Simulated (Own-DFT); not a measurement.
# Shaking the atoms of zincblende InP, 64 atoms (In32P32)

All numbers below are calculated, not measured. They come from Own-DFT, an in-house plane-wave density functional program, since retired, whose code no person has reviewed. Each row is one single-point run on a periodic cell that was not relaxed, without spin or spin-orbit coupling.

Settings of every run: PBE; PseudoDojo norm-conserving scalar-relativistic files; cutoff 36 hartree; 3 x 3 x 3 k mesh centred on Gamma; Fermi-Dirac smearing of 0.1 eV.

Known limits: forces on such cells moved up to 12 meV/angstrom on a denser k mesh; stress not checked against mesh or cutoff.

Cell vectors in Å: (11.737, 0.000, 0.000); (0.000, 11.737, 0.000); (0.000, 0.000, 11.737). In each run every atom was moved at random and independently from its ideal site; u is the rms move along one axis. E is the free energy for each atom above the fitted value at u = 0, and F the rms of the force components.

| run | u (Å) | E (meV/atom) | F (eV/Å) | largest force (eV/Å) | P (GPa) |
|---|---|---|---|---|---|
| 1 | 0.0192 | 6.0 | 0.223 | 0.63 | 3.19 |
| 2 | 0.0194 | 6.1 | 0.229 | 0.95 | 3.19 |
| 3 | 0.0202 | 6.5 | 0.234 | 0.82 | 3.20 |
| 4 | 0.0488 | ? | ? | ? | ? |
| 5 | 0.0497 | 43.2 | 0.696 | 2.53 | 3.70 |
| 6 | 0.0960 | 154.5 | 1.475 | 7.69 | 5.05 |
| 7 | 0.0974 | 144.5 | 1.314 | 5.41 | 5.02 |
| 8 | 0.1016 | 167.2 | 1.484 | 5.84 | 5.25 |
| 9 | 0.1455 | 307.1 | 1.946 | 9.62 | 6.99 |
| 10 | 0.2129 | 543.5 | 2.850 | 12.99 | 9.57 |

## Worked fit

For small independent moves the energy grows as E = (3/2) K u², with K the mean stiffness felt by one atom. The runs with u up to 0.11 Å give K = 10.9 ± 0.3 eV/Å², with residuals divided by u² + 0.0006 Å², since the noise grows with the moves. The scatter is 2.1 meV/atom at u = 0.05 Å. The forces follow F = G u with G = 13.3 eV/Å²; no force at u = 0 is resolved. G exceeds K because the moves of its neighbours add to the force on an atom, and stiffness differs between atoms. At u = 0.213 Å the parabola gives 739 meV/atom and the run 543. The pressure follows P = 3.13 + 205 u² GPa: at fixed volume, shortened bonds push harder than stretched ones pull.

## Withheld run

Question: what energy and rms force should run 4 give?

The fit gives 39 ± 2 meV/atom and about 0.65 eV/Å. The calculation gave 34.3 meV/atom and 0.603 eV/Å.
